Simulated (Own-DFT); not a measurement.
# One host, several defects: C40 NbSi2

Everything here is calculated. The program is Own-DFT (plane waves, in-house, since retired, never reviewed by a person); positions were held fixed, and spin and spin-orbit coupling were off.

Common settings: PBE; PseudoDojo norm-conserving scalar-relativistic files; cutoff 42 hartree; 4 x 4 x 5 k mesh centred on Gamma; cold (Marzari-Vanderbilt) smearing of 0.2 eV.

Keep in mind: forces on such cells failed a check on a denser k mesh; stress not checked against mesh or cutoff.

All runs share one cell, with vectors in Å (0.000, 8.324, 0.000); (-9.613, 0.000, 0.000); (0.000, 0.000, 6.586) and a volume of 527.0 Å³. u is the rms random offset of the atoms per axis. The defect's site can differ from row to row.

```
                    cell   formula   u (Å)  P (GPa)
               no defect  Nb12Si24  0.0206     1.50
               no defect  Nb12Si24  0.0214     1.50
               no defect  Nb12Si24  0.0495     2.60
          one Si vacancy  Nb12Si23  0.0279     0.90
          one Si vacancy  Nb12Si23  0.0509     1.90
          one Si vacancy  Nb12Si23  0.0512     2.11
two Nb on a Si site each  Nb14Si22  0.0296     7.62
two Nb on a Si site each  Nb14Si22  0.0470     8.29
two Nb on a Si site each  Nb14Si22  0.0529     8.07
        two Nb vacancies  Nb10Si24  0.0272    -0.17
        two Nb vacancies  Nb10Si24  0.0317    -0.13
        two Nb vacancies  Nb10Si24  0.0468        ?
        two Nb vacancies  Nb10Si24  0.0507     0.96
two Si on a Nb site each  Nb10Si26  0.0289     1.67
two Si on a Nb site each  Nb10Si26  0.0463     2.11
two Si on a Nb site each  Nb10Si26  0.0550     3.28
```

## What the rows give

P = P0 + c u² + a shift for each defect gives P0 = 1.24 GPa, c = 564 ± 71 GPa/Å² and a scatter of 0.24 GPa. The shifts, and each times the cell's volume:

- two Nb on a Si site each: 5.64 ± 0.20 GPa, 18.6 eV (9.3 eV for each of its 2 sites)
- two Si on a Nb site each: -0.02 ± 0.20 GPa, -0.1 eV (0.0 eV for each of its 2 sites) (not resolved)
- one Si vacancy: -0.73 ± 0.20 GPa, -2.4 eV
- two Nb vacancies: -1.84 ± 0.20 GPa, -6.0 eV (-3.0 eV for each of its 2 sites)

Positive is outwards. The product with the volume (160.2 GPa Å³ to the eV) is nearly free of the cell's size; divided by the bulk modulus at the cell's pressure it gives the volume that the defect adds. The atoms around the defects weren't relaxed, which would change these numbers.

## The run left out

Asked: what pressure belongs in the blank (two Nb vacancies, u = 0.0468 Å)?

The fit gives 0.64 ± 0.28 GPa. Computed: 0.03 GPa.
